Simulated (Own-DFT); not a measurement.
# Computed records: GaP (zincblende, atoms displaced)

A calculation, not a measurement: plane-wave PBE density functional theory by an unreviewed code, no spin, of a simulated periodic cell, stress positive in tension, free energy of the whole cell less one offset for each atom, forces on such cells passed a denser k mesh, this cell's mesh not checked; offsets are fitted by least squares, one for each functional and potential file, so energies compare only between cells with the same atoms and settings and are not formation energies; the far tail of each file's local potential was reset to the Coulomb form; each entry is a single point on an unrelaxed cell, so the pressure reflects the starting lattice, mostly measured values (interpolated for alloys), from which strain is counted, and rises with the displacements; printed positions are rounded, which can move forces by about a meV/angstrom; the program, named Own-DFT, is a retired in-house code; no spin-orbit coupling. Program: Own-DFT development build.

GaP (zincblende, atoms displaced)

```
GaP
1.0
     10.9010     0.0000     0.0000
      0.0000    10.9010     0.0000
      0.0000     0.0000    10.9010
Ga P Ga P Ga P Ga P Ga P Ga P Ga P Ga P
4 4 4 4 4 4 4 4 4 4 4 4 4 4 4 4
Direct
  0.99809 0.99939 0.99916
  0.00228 0.25246 0.25064
  0.25186 0.00303 0.24880
  0.24930 0.25154 0.99913
  0.12518 0.12289 0.12203
  0.12381 0.37508 0.37390
  0.37510 0.12682 0.37611
  0.37317 0.37741 0.12255
  0.00152 0.00299 0.50059
  0.99890 0.25035 0.75144
  0.25098 0.99746 0.75329
  0.25142 0.24798 0.49852
  0.12517 0.12804 0.62790
  0.12357 0.37559 0.87323
  0.37584 0.12145 0.87211
  0.37239 0.37763 0.62258
  0.99815 0.50072 0.00103
  0.00171 0.75486 0.25078
  0.24847 0.49757 0.25275
  0.25121 0.74969 0.00239
  0.12684 0.62462 0.12569
  0.12872 0.87686 0.37553
  0.37511 0.62562 0.37497
  0.37241 0.87214 0.12659
  0.99818 0.49851 0.50010
  0.00290 0.74654 0.75119
  0.25212 0.49879 0.75198
  0.24834 0.74856 0.50341
  0.12403 0.62679 0.62181
  0.12469 0.87366 0.87568
  0.37770 0.62372 0.87594
  0.37430 0.87413 0.62794
  0.50235 0.00117 0.00044
  0.50020 0.24725 0.25206
  0.74931 0.00071 0.25121
  0.74603 0.25269 0.00017
  0.62431 0.12551 0.12370
  0.62603 0.37425 0.37441
  0.87267 0.12590 0.37570
  0.87765 0.37368 0.12646
  0.49850 0.00087 0.49647
  0.49901 0.25440 0.74931
  0.75067 0.00183 0.75012
  0.75103 0.25035 0.50179
  0.62700 0.12568 0.62317
  0.62357 0.37630 0.87365
  0.87408 0.12476 0.87270
  0.87659 0.37615 0.62786
  0.49757 0.50166 0.00029
  0.50136 0.75233 0.25124
  0.75140 0.49820 0.25037
  0.75088 0.74867 0.00234
  0.62468 0.62362 0.12018
  0.62551 0.87867 0.37443
  0.87575 0.62725 0.37485
  0.87914 0.87432 0.12560
  0.50162 0.50183 0.49905
  0.50103 0.74911 0.75240
  0.74808 0.49661 0.75067
  0.75200 0.74729 0.49766
  0.62258 0.62129 0.62663
  0.62221 0.87473 0.87307
  0.87308 0.62565 0.87676
  0.87713 0.87457 0.62269
```

* functional: PBE
* potential files: PseudoDojo norm-conserving, scalar-relativistic, standard set
* wave cutoff: 42 hartree
* occupations: Fermi-Dirac
* smearing width: 0.1 eV
* k mesh: 3 x 3 x 3 centred on Gamma
* pressure: ?

Q: What pressure does the calculation give for GaP (zincblende, atoms displaced)?
A: 2.72 GPa

Further results for GaP (zincblende, atoms displaced):

- free energy of cell above offsets: -35.687 eV
- stress xx: -2.73 GPa
- stress yy: -2.71 GPa
- stress zz: -2.72 GPa
- stress yz: -0.05 GPa
- stress xz: 0 GPa
- stress xy: -0.36 GPa

Force:
```tsv
element	x (eV/Å)	y (eV/Å)	z (eV/Å)
Ga	0.125	0.053	-0.181
Ga	-0.167	-0.68	-0.13
Ga	-0.132	-0.221	0.027
Ga	0.098	-0.285	-0.261
P	-0.076	0.374	0.244
P	0.16	-0.125	0.464
P	-0.061	-0.226	-0.279
P	0.218	-0.44	0.496
Ga	0.019	-0.109	-0.059
Ga	0.113	0.003	-0.058
Ga	-0.302	0.121	-0.335
Ga	-0.39	0.345	0.299
P	0.191	-0.342	-0.125
P	0.006	0.09	0.299
P	0.078	0.66	0.419
P	0.311	-0.192	-0.032
Ga	0.225	0.053	-0.052
Ga	0.331	-0.431	0.091
Ga	0.235	0.363	-0.265
Ga	-0.147	-0.183	-0.319
P	-0.302	0.003	0.145
P	-0.126	0.169	0.104
P	-0.02	0.012	0.049
P	0.573	0.579	-0.115
Ga	0.098	0.234	-0.036
Ga	-0.401	0.29	-0.136
Ga	-0.34	0.345	-0.282
Ga	0.393	0.314	-0.38
P	0.081	-0.719	0.535
P	0.048	-0.068	0.136
P	-0.488	0.3	-0.094
P	0.213	0.006	-0.367
Ga	-0.475	-0.372	-0.023
Ga	-0.078	0.51	-0.412
Ga	0.275	0.043	-0.373
Ga	0.448	-0.133	-0.096
P	0.132	-0.047	0.261
P	-0.052	0.033	0.137
P	0.457	0.124	-0.142
P	-0.358	0.051	-0.248
Ga	0.086	-0.112	0.649
Ga	-0.074	-0.489	-0.293
Ga	-0.105	-0.455	-0.324
Ga	0.035	0.175	-0.052
P	-0.477	0.034	0.197
P	-0.181	-0.048	0.374
P	-0.096	0.22	0.532
P	-0.219	-0.156	-0.243
Ga	0.244	-0.278	-0.08
Ga	0.021	-0.303	-0.193
Ga	-0.078	0.278	-0.172
Ga	-0.115	0.437	-0.271
P	0.055	0.082	0.85
P	0.011	-0.522	0.14
P	0.128	-0.349	-0.336
P	-0.716	0.242	0.01
Ga	-0.256	-0.236	-0.146
Ga	-0.158	-0.072	-0.326
Ga	0.254	0.449	0.008
Ga	-0.407	0.294	0.472
P	0.467	0.507	-0.142
P	0.686	0.101	0.401
P	0.102	-0.226	-0.315
P	-0.118	-0.072	0.355
```
